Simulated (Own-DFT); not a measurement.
# Response to strain: wurtzite AlGaN with randomly placed atoms, 72 atoms (Al27Ga9N36)

Calculated results; nothing here was measured. The program, named Own-DFT, is a retired in-house plane-wave density functional code that no person has reviewed. Each row is one single-point run on a periodic cell that was not relaxed, without spin or spin-orbit coupling.

Settings of every run: PBE; PseudoDojo norm-conserving scalar-relativistic files (stringent for Ga); cutoff 96 hartree; 4 x 4 x 3 k mesh centred on Gamma; Gaussian smearing of 0.01 eV.

Known limits: forces on such cells passed a denser k mesh, each cell not checked; stress not checked against mesh or cutoff.

Unstrained cell vectors in Å: (9.394, 0.000, 0.000); (-4.697, 8.135, 0.000); (0.000, 0.000, 10.066). The unstrained cell has measured lattice constants (interpolated for alloys), not those of this functional. That, the random moves and any unrelaxed bonds set the pressure at no strain. Each run strains this cell uniformly, with the atoms carried along. Every atom was also moved at random, by a Gaussian of width 0.05 Å on each axis. The random placing of the alloy's atoms differs from row to row. Strain is the symmetric tensor, in per cent. Stress is positive in tension, and the pressure is minus a third of its trace.

```
run,e_xx (%),e_yy (%),e_zz (%),s_xx (GPa),s_yy (GPa),s_zz (GPa),P (GPa),E (meV/atom)
1,-2.00,-2.00,0.00,-17.94,-21.18,-10.95,16.69,60.2
2,-2.25,-2.25,0.00,-22.10,-21.26,-9.09,17.48,51.1
3,-2.50,-2.50,0.00,-23.18,-25.42,-9.73,19.44,77.2
4,-0.25,-0.25,0.00,-6.78,-9.87,-6.04,7.56,8.9
5,0.25,0.25,0.00,-3.62,-8.17,-4.71,5.50,11.7
6,3.00,3.00,0.00,8.38,8.97,-1.79,-5.19,0.0
7,1.25,1.25,0.00,2.73,-0.45,-6.43,1.38,3.0
8,-3.00,-3.00,0.00,-25.46,-27.36,-11.54,21.45,70.3
9,0.75,0.75,0.00,?,?,?,?,?
```

E is the free energy for each atom above the lowest run shown.

## Worked fit

The change of volume is close to e_xx + e_yy + e_zz. A straight line through the runs shown gives P = 7.51 - 228 x (fractional change of volume) GPa, with an error of 8 on the slope and a scatter of 0.84 GPa. The strain isn't the same on all axes and the cell isn't cubic, so the slope belongs to this path and is not the bulk modulus.

## Withheld run

Question: what pressure should run 9 give? Its volume changes by 1.51 %.

The line gives 4.1 GPa. The calculation gave 3.55 GPa.
